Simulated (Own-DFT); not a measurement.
# What a defect does to the pressure of its cell: wurtzite GaN

Source: density functional calculations with Own-DFT, an unreviewed in-house program that is no longer used. Nothing was measured or relaxed, and spin and spin-orbit coupling are left out.

Settings: PBE; PseudoDojo norm-conserving scalar-relativistic files; cutoff 42 hartree; 4 x 4 x 3 k mesh centred on Gamma; Fermi-Dirac smearing of 0.1 eV.

Known weak points (not all hold for every row): not probed for a lower state with spin; forces not confirmed at this smearing and k mesh; stress not checked against mesh or cutoff.

All runs share one cell, with vectors in Å (9.567, 0.000, 0.000); (-4.784, 8.285, 0.000); (0.000, 0.000, 10.370) and a volume of 822.0 Å³. Atoms were moved at random from their sites; u is the rms move along one axis. The defect's site can differ from row to row.

```
cell,formula,u (Å),P (GPa)
no defect,Ga36N36,0.0221,6.10
no defect,Ga36N36,0.0470,7.41
no defect,Ga36N36,0.0494,7.50
one Ga on an N site,Ga37N35,0.0313,12.00
one Ga on an N site,Ga37N35,0.0499,13.72
one Ga on an N site,Ga37N35,0.0512,13.23
one N on a Ga site,Ga35N37,0.0299,5.34
one N on a Ga site,Ga35N37,0.0314,?
one N on a Ga site,Ga35N37,0.0484,6.27
one N on a Ga site,Ga35N37,0.0519,6.89
```

## Fit

P = P0 + c u² + a shift for each defect gives P0 = 5.62 GPa, c = 805 ± 98 GPa/Å² and a scatter of 0.23 GPa. The shifts, and each times the cell's volume:

- one Ga on an N site: 5.73 ± 0.19 GPa, 29.4 eV
- one N on a Ga site: -1.05 ± 0.19 GPa, -5.4 eV

Positive is outwards. The product with the volume (160.2 GPa Å³ to the eV) is nearly free of the cell's size; divided by the bulk modulus at the cell's pressure it gives the volume that the defect adds. The atoms around the defects weren't relaxed, which would change these numbers.

## Check

Q: what pressure belongs in the blank (one N on a Ga site, u = 0.0314 Å)?

The fit gives 5.37 ± 0.29 GPa. Computed: 5.64 GPa.
